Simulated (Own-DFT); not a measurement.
# Computed records: Si$_{47}$N$_{64}$ (beta silicon nitride with one vacancy, atoms displaced)

All values are calculated (Own-DFT development build). A calculation, not a measurement: plane-wave PBE density functional theory by an unreviewed code, no spin, of a simulated periodic cell, stress positive in tension, free energy of the whole cell less one offset for each atom, defect cell not probed for a lower state with spin; forces on such cells moved up to 12 meV/angstrom on a denser k mesh; offsets are fitted by least squares, one for each functional and potential file, so energies compare only between cells with the same atoms and settings and are not formation energies; the far tail of each file's local potential was reset to the Coulomb form; each entry is a single point on an unrelaxed cell, so the pressure reflects the starting lattice, mostly measured values (interpolated for alloys), from which strain is counted, and rises with the displacements; printed positions are rounded, which can move forces by about a meV/angstrom; the program, named Own-DFT, is a retired in-house code; no spin-orbit coupling; before rounding, a Quantum ESPRESSO 7.3.1 run of the same cell and cutoff gave forces within 1 meV/angstrom rms on each cell, which checks the program and not the settings.

Common to all runs: functional PBE; potential files PseudoDojo norm-conserving, scalar-relativistic, standard set; wave cutoff 42 hartree; occupations Fermi-Dirac; smearing width 0.1 eV; k mesh 2 x 2 x 4 centred on Gamma.

(1) 
```xyz
111
Lattice="15.2120 0.0000 0.0000 -7.6060 13.1740 0.0000 0.0000 0.0000 5.8180" Properties=species:S:1:pos:R:3:force_x:R:1:force_y:R:1:force_z:R:1 formula=Si47N64 free_energy_of_cell_above_offsets=3.403 pressure=8.03 stress_xx=-7.94 stress_yy=-6.66 stress_zz=-9.49 stress_yz=-0.14 stress_xz=-1.45 stress_xy=0.3
Si    -1.6549     5.0819     0.7711      1.952      0.593     -2.022
Si     0.2426     2.6059     0.7376      -2.02      1.209     -0.238
Si     1.2957     5.3799     0.7462      2.425      1.735     -0.525
Si     5.3516     1.4912     2.2917      -1.44      0.438     -4.261
Si     3.5518     3.9491     2.1669      1.217     -0.222      0.203
Si     2.4018     1.2075     2.1444      3.539     -2.337      2.294
N      2.4269     0.2258     0.7252     -0.401      0.654       0.88
N      6.2040     1.9663     0.8164      0.586     -0.129     -0.873
N      2.7893     4.3106     0.6658     -2.339      1.885      2.415
N      1.3981     6.2911     2.2092       1.02      2.717     -1.274
N     -2.3533     4.5771     2.2429     -4.624     -2.225      -4.11
N      1.0561     2.1184     2.2464     -2.724      1.229      -1.92
N      0.0093     4.3599     0.6887     -2.285     -2.151      0.414
N      3.8101     2.2372     2.1972      -0.82     -0.471     -0.163
Si    -1.7051     5.1077     3.5780      5.176       1.98      3.646
Si     0.1821     2.6410     3.6048      3.449      2.947      1.458
Si     1.4461     5.4281     3.6489     -3.332      0.015       0.55
Si     5.4947     1.5930     5.1077     -3.513     -1.191      0.621
Si     3.5604     3.8786     5.0993      2.185      0.689     -1.978
Si     2.3943     1.1891     5.1664      2.423     -1.636     -3.983
N      2.5357     0.1526     3.5736     -1.155      1.281      1.019
N      6.1717     2.0069     3.5716      3.855      1.451      3.766
N      2.7553     4.4116     3.6357      1.758     -1.058      0.078
N      1.3823     6.3586     5.1000       0.68      0.726      0.395
N     -2.4122     4.5895     5.0178     -2.581     -0.991      2.368
N      1.0529     2.1710     5.0603     -2.049      0.109      0.766
N     -0.0287     4.3407     3.6229      0.305      0.966      -0.11
N      3.7539     2.2110     5.0592      2.083     -1.143      0.331
Si    -5.4573    11.7440     0.6966      2.724     -2.286      2.449
Si    -3.5903     9.2394     0.7477     -0.443     -0.488     -0.642
Si    -2.4593    12.0870     0.7236      0.726     -0.923     -0.936
Si     1.6636     8.1636     2.1477     -1.348     -2.439      1.303
Si    -0.2287    10.5395     2.2160     -0.861     -1.863     -0.798
N     -1.3969     6.7673     0.6917     -0.367     -0.726     -0.298
N      2.4664     8.5571     0.6880      0.367      0.465      0.913
N     -1.0761    11.0295     0.7386      1.506     -0.386     -0.072
N     -2.3757    12.9858     2.2139     -0.519      -1.09     -0.633
N     -6.2034    11.1960     2.2474     -3.317      -1.12     -4.603
N     -2.8411     8.7450     2.1630      0.077      0.452      1.206
N     -3.7529    10.9577     0.5980     -2.364      1.496      1.119
N      0.0759     8.7713     2.1790     -0.493      1.737      0.052
Si    -5.4441    11.6289     3.5786      3.465      1.312      4.239
Si    -3.5915     9.1713     3.6836     -1.049      0.228     -5.778
Si    -2.4852    11.9977     3.6041      -0.17     -0.975      1.897
Si     1.6305     8.1330     5.0853     -0.746     -2.217     -0.076
Si    -0.1421    10.5194     5.1143     -2.921     -1.124      0.729
Si    -1.4513     7.6842     5.0927      0.599      1.244     -0.497
N     -1.4080     6.7833     3.6368     -0.213     -0.006      0.788
N      2.4573     8.6215     3.6799      -1.18     -1.177     -1.547
N     -1.0493    10.9770     3.6895      0.578      0.429     -0.382
N     -2.4715    12.9966     5.0539      0.877      0.965       0.32
N     -6.1910    11.2773     5.1462     -3.332     -1.349     -3.407
N     -2.8863     8.7472     5.0199      3.076     -2.236       4.97
N     -3.8342    10.8399     3.6763     -0.184      3.008     -0.689
N      0.0484     8.7432     5.1247     -1.789      1.442     -0.087
Si     6.0476     5.0149     0.6786     -3.206      1.629      0.788
Si     7.8311     2.6257     0.7592     -4.702       3.11     -1.314
Si     9.0365     5.4272     0.7375     -1.615      -0.05     -0.267
Si    13.0693     1.5155     2.2271     -1.795      0.266     -1.555
Si    11.1897     3.8932     2.2119      1.938     -0.464     -0.638
Si    10.1287     1.0903     2.1064      -1.71      0.322      0.562
N      9.9007     0.0809     0.7428      0.677      3.737     -1.528
N     13.7106     1.9929     0.7794      3.418      0.528     -3.246
N     10.4317     4.3445     0.7546     -1.626      1.247      0.462
N      9.0175     6.3415     2.1692      0.063      1.748      1.003
N      5.1802     4.6496     2.2042     -1.511     -0.862     -3.036
N      8.5948     2.1717     2.0622      3.796     -2.026      6.122
N      7.5187     4.3890     0.6952      5.797     -1.405      0.468
N     11.4470     2.1880     2.2569     -0.204      -0.67      0.028
Si     6.0456     5.0624     3.5113      0.124      0.742      4.513
Si     7.8290     2.6646     3.5988     -0.426      1.641      0.235
Si     9.0553     5.3696     3.6290     -2.154      5.319      0.528
Si    13.0383     1.4614     4.8769     -4.085      0.481       8.33
Si    11.1442     3.9839     5.1148      2.303     -2.576      -2.08
Si     9.9577     1.1428     5.0220      0.534     -0.657      2.257
N     10.0118     0.1056     3.6171      0.021      6.765     -0.507
N     13.8875     2.0390     3.6657     -1.422       -1.5     -3.074
N     10.3223     4.3965     3.5585       3.27     -2.133      2.288
N      9.1300     6.4227     5.1467     -0.203     -1.886     -1.942
N      5.2553     4.5259     5.0895     -1.581     -0.106     -1.934
N      8.6055     2.2520     5.1985      1.176     -1.739     -5.337
N      7.6626     4.5027     3.6425     -1.645     -3.987      -0.34
N     11.3324     2.1465     5.0985      1.544      0.893     -0.814
Si     2.2955    11.5890     0.7349     -3.931      0.186      1.381
Si     3.9995     9.3302     0.7777      0.598     -0.061     -1.733
Si     5.2333    12.0400     0.7444     -0.612     -0.623      -0.82
Si     9.1791     8.1627     2.2088     -0.845     -2.145     -3.868
Si     7.3299    10.4907     2.1821      1.115      1.621     -1.103
Si     6.2935     7.7367     2.1593      -3.07      0.142       0.57
N      6.1467     6.7877     0.7162      0.627       -0.8      0.972
N     10.0023     8.4983     0.7075      1.011      1.369      0.522
N      6.5979    11.0144     0.6570      -0.07      0.231      1.618
N      5.2151    12.9857     2.1307      0.429      0.405      2.782
N      1.3710    11.1526     2.1588      1.261       0.95      1.703
N      4.8173     8.8675     2.1469      1.611     -1.294      2.331
N      3.8120    11.0820     0.7478      2.894     -2.525      0.011
N      7.5616     8.8458     2.0886      1.192     -1.462      0.646
Si     2.1992    11.7308     3.7447      0.308     -7.085     -2.751
Si     3.9838     9.2928     3.6763      2.201     -0.483     -0.632
Si     5.2484    12.0582     3.6479     -3.992     -0.603     -0.851
Si     9.2694     8.1474     5.0219     -1.064     -1.075      1.962
Si     7.3512    10.5166     5.0232      2.427     -0.384       1.38
Si     6.2572     7.6984     5.1329     -0.869      2.355     -1.701
N      6.1198     6.8038     3.6447       0.74      0.483     -0.635
N      9.9546     8.5752     3.5607      2.223      0.881      2.109
N      6.5581    11.0855     3.6288      2.421      -1.61     -0.906
N      5.2016    12.9327     5.1126      0.638      1.727     -1.612
N      1.3982    11.1862     5.1463      0.675      0.291     -0.557
N      4.7639     8.7869     5.1338       2.14     -0.591     -0.222
N      3.8279    10.9637     3.6500      -0.49      2.809      0.213
N      7.6890     8.8223     5.0282     -2.415     -0.518     -0.072
```

Units: free_energy_of_cell_above_offsets in eV; pressure, stress_xx, stress_yy, stress_zz, stress_yz, stress_xz, stress_xy in GPa; force_x, force_y, force_z in eV/Å.

(2) 
```xyz
111
Lattice="15.2120 0.0000 0.0000 -7.6060 13.1740 0.0000 0.0000 0.0000 5.8180" Properties=species:S:1:pos:R:3 formula=Si47N64
Si    -1.6061     5.0723     0.6560
Si     0.2559     2.7119     0.7541
Si     1.3919     5.4876     0.7228
Si     5.3757     1.4636     2.1705
Si     3.5295     3.9564     2.0760
Si     2.4327     1.0635     2.0992
N      2.3164     0.2254     0.7544
N      6.1571     1.9861     0.6776
N      2.7853     4.3125     0.7808
N      1.3821     6.4304     2.2325
N     -2.3317     4.5799     2.1929
N      0.9819     2.2137     2.1830
N      0.0793     4.5470     0.6868
N      3.8400     2.1390     2.1453
Si    -1.5786     5.0929     3.6187
Si     0.2971     2.6503     3.6081
Si     1.3500     5.3775     3.5727
Si     5.4184     1.5214     5.1223
Si     3.6238     3.8542     5.0551
Si     2.3619     1.1402     5.0752
N      2.3847     0.1974     3.6037
N      6.2018     1.9804     3.5601
N      2.7416     4.3419     3.6579
N      1.4594     6.3624     5.0339
N     -2.4306     4.6367     5.0912
N      1.0400     2.2481     5.1046
N     -0.0033     4.3672     3.6979
N      3.7120     2.2212     5.1269
Si    -5.4198    11.6640     0.6784
Si    -3.5858     9.2522     0.7188
Si    -2.4178    12.0568     0.7136
Si     1.6401     8.1708     2.1809
Si    -0.0833    10.4267     2.1846
Si    -1.4110     7.7052     2.2495
N     -1.4719     6.7290     0.7522
N      2.3752     8.5623     0.7000
N     -1.0058    10.9950     0.7080
N     -2.3781    12.9035     2.1829
N     -6.1982    11.1598     2.2154
N     -2.7890     8.7352     2.1840
N     -3.8131    10.9172     0.7481
N      0.0904     8.7496     2.2174
Si    -3.5725     9.2216     3.7160
Si    -2.4632    12.0459     3.6075
Si     1.5971     8.2209     5.0448
Si    -0.1644    10.5058     5.0312
Si    -1.3896     7.7311     5.1752
N     -1.5699     6.7799     3.6525
N      2.5216     8.6831     3.6817
N     -0.9627    10.9668     3.6871
N     -2.3969    12.9355     5.0290
N     -6.1915    11.2203     5.1102
N     -2.7417     8.7539     5.0269
N     -3.8652    10.9316     3.5581
N      0.0090     8.8539     4.9787
Si     6.0684     5.1168     0.6737
Si     7.7997     2.6463     0.7415
Si     9.0314     5.4183     0.7572
Si    13.0208     1.5689     2.1585
Si    11.2732     3.9545     2.1443
Si     9.9849     1.1036     2.1173
N      9.9707     0.1647     0.7499
N     13.7783     1.9552     0.8216
N     10.4117     4.3001     0.6841
N      8.9993     6.4387     2.1976
N      5.2305     4.5931     2.2757
N      8.6301     2.1434     2.0827
N      7.5342     4.4129     0.8082
N     11.3652     2.1833     2.1931
Si     5.9850     5.0797     3.5199
Si     7.8510     2.6422     3.6665
Si     8.9880     5.4029     3.6689
Si    13.0874     1.5230     5.1004
Si    11.2405     3.9719     5.1372
Si     9.9372     1.0743     5.0421
N     10.0395     0.2993     3.6743
N     13.8473     2.0781     3.6290
N     10.4149     4.4315     3.5775
N      9.0576     6.4295     5.0625
N      5.1920     4.5506     4.9547
N      8.6402     2.1596     5.1541
N      7.6959     4.3608     3.6123
N     11.4730     2.2269     5.0320
Si     2.1569    11.6864     0.7404
Si     4.0600     9.3562     0.6613
Si     5.1865    12.0400     0.6720
Si     9.1519     8.1430     2.1696
Si     7.3052    10.5396     2.1693
Si     6.2016     7.7693     2.1884
N      6.2644     6.8060     0.6614
N     10.0766     8.6186     0.7314
N      6.5580    10.9873     0.7654
N      5.0592    12.9228     2.2233
N      1.3465    11.2450     2.1326
N      4.8708     8.7045     2.2335
N      3.8090    11.0008     0.7335
N      7.6753     8.8691     2.2495
Si     2.1833    11.6857     3.5599
Si     3.9763     9.2605     3.6664
Si     5.2290    12.0435     3.6115
Si     9.2414     8.2023     5.0637
Si     7.4415    10.5791     5.1158
Si     6.1649     7.6912     5.0449
N      6.1585     6.8512     3.5685
N     10.0447     8.5751     3.6549
N      6.6659    10.8780     3.6832
N      5.2936    12.9353     5.0817
N      1.4127    11.2071     5.1124
N      4.7355     8.7624     5.0680
N      3.7748    10.9318     3.7115
N      7.6152     8.8009     5.0443
```

## Withheld values
1. Estimate the stress zz of Si$_{47}$N$_{64}$ (beta silicon nitride with one vacancy, atoms displaced) (entry 2).
2. Give the table of force values for Si$_{47}$N$_{64}$ (beta silicon nitride with one vacancy, atoms displaced) (entry 2).

Answers
1. -10.36 GPa
2. 
Force:
```tsv
element	x (eV/Å)	y (eV/Å)	z (eV/Å)
Si	1.834	-1.104	2.137
Si	-1.362	1.469	-0.804
Si	2.543	1.644	-0.463
Si	0.177	0.316	-0.433
Si	4.421	-3.2	7.68
Si	-0.242	2.576	5.224
N	0.23	-1.935	-3.953
N	2.271	0.35	2.327
N	-3.073	3.092	-6.111
N	0.674	-0.131	-1.482
N	-1.094	-0.23	-1.852
N	2.503	-1.481	-1.414
N	-3.627	-4.494	0.369
N	-1.86	1.204	-0.219
Si	0.548	-1.34	0.874
Si	-2.02	1.307	1.763
Si	0.904	0.851	2.163
Si	-2.823	-0.444	-3.645
Si	-1.17	2.044	0.11
Si	0.366	-1.155	-1.202
N	0.243	1.177	0.277
N	1.392	-0.088	2.234
N	0.241	0.195	-1.919
N	0.013	2.045	0.397
N	0.618	0.172	-0.824
N	-0.733	-0.579	0.473
N	-0.501	0.368	-0.774
N	2.562	-3.188	-0.049
Si	0.577	-0.449	2.147
Si	1.218	-0.408	0.404
Si	0.216	-2.913	-0.649
Si	1.383	-1.758	0.774
Si	-5.4	1.186	-0.263
Si	0.538	0.956	-1.363
N	0.454	3.152	0.471
N	2.42	1.439	0.627
N	0.897	-0.47	0.535
N	0.207	2.164	-1.206
N	-0.817	0.335	-1.923
N	0.419	-0.055	0.093
N	0.908	2.898	-0.422
N	-2.709	-0.416	-0.269
Si	-2.014	1.524	-4.084
Si	-0.486	-3.667	0.402
Si	-0.176	-2.873	0.399
Si	-0.876	1.425	3.048
Si	0.87	0.255	-1.946
N	1.266	0.587	1.372
N	-6.214	-2.869	-2.03
N	-1.334	1.487	-3.68
N	0.08	1.94	1.915
N	-1.329	-0.566	-0.022
N	0.35	-0.308	4.068
N	1.984	0.61	0.347
N	-0.459	-3.272	1.006
Si	-3.228	-1.049	0.113
Si	-1.617	1.571	-0.556
Si	-0.925	1.299	-0.789
Si	-3.266	-1.798	4.581
Si	-0.818	-1.658	1.379
Si	1.645	2.516	1.778
N	0.112	0.675	-1.991
N	4.085	1.744	-4.561
N	-2.033	2.241	2.351
N	0.078	-1.907	-0.416
N	-4.13	-1.408	-8.222
N	-0.424	-0.29	3.134
N	3.974	-1.743	-0.702
N	0.891	0.234	-0.519
Si	4.186	1.334	5.507
Si	-0.717	0.252	-1.603
Si	1.536	2.12	-0.816
Si	-1.666	0.404	-0.722
Si	-0.301	-2.415	-4.289
Si	3.058	3.859	4.492
N	-0.958	-4.628	-4.653
N	0.184	-1.31	0.236
N	0.743	-0.109	1.186
N	-0.091	-1.254	1.561
N	0.815	1.123	2.762
N	-0.962	0.145	-1.521
N	-2.703	-0.134	0.382
N	-1.315	-1.354	0.664
Si	2.168	-1.604	-1.713
Si	-1.145	-2.405	2.617
Si	-0.394	-0.674	2.409
Si	3.003	0.55	0.571
Si	4.374	-0.545	1.656
Si	3.196	0.267	-1.966
N	-0.76	0.209	1.433
N	-1.818	-1.359	-0.142
N	-1.497	0.818	-1.707
N	1.314	2.327	-2.338
N	1.436	0.54	1.423
N	-3.49	2.755	-1.792
N	-1.064	1.164	0.084
N	-3.409	-1.614	-1.03
Si	1.671	-0.269	2.819
Si	4.747	1.61	-1.773
Si	-0.358	-3.248	1.385
Si	-1.109	-1.062	1.113
Si	2.061	-1.753	0.621
Si	1.346	2.998	-0.091
N	0.208	-2.842	1.326
N	0.452	-0.422	-1.433
N	-4.255	3.374	-1.161
N	0.117	1.847	-0.607
N	-0.265	0.323	-1.78
N	2.75	-1.537	0.824
N	0.784	2.935	-0.959
N	-1.219	-0.219	0.812
```

Further results for Si$_{47}$N$_{64}$ (beta silicon nitride with one vacancy, atoms displaced) (entry 2):

* free energy of cell above offsets: 3.082 eV
* pressure: 7.88 GPa
* stress xx: -6.5 GPa
* stress yy: -6.78 GPa
* stress yz: 0.06 GPa
* stress xz: -1.81 GPa
* stress xy: 0.89 GPa
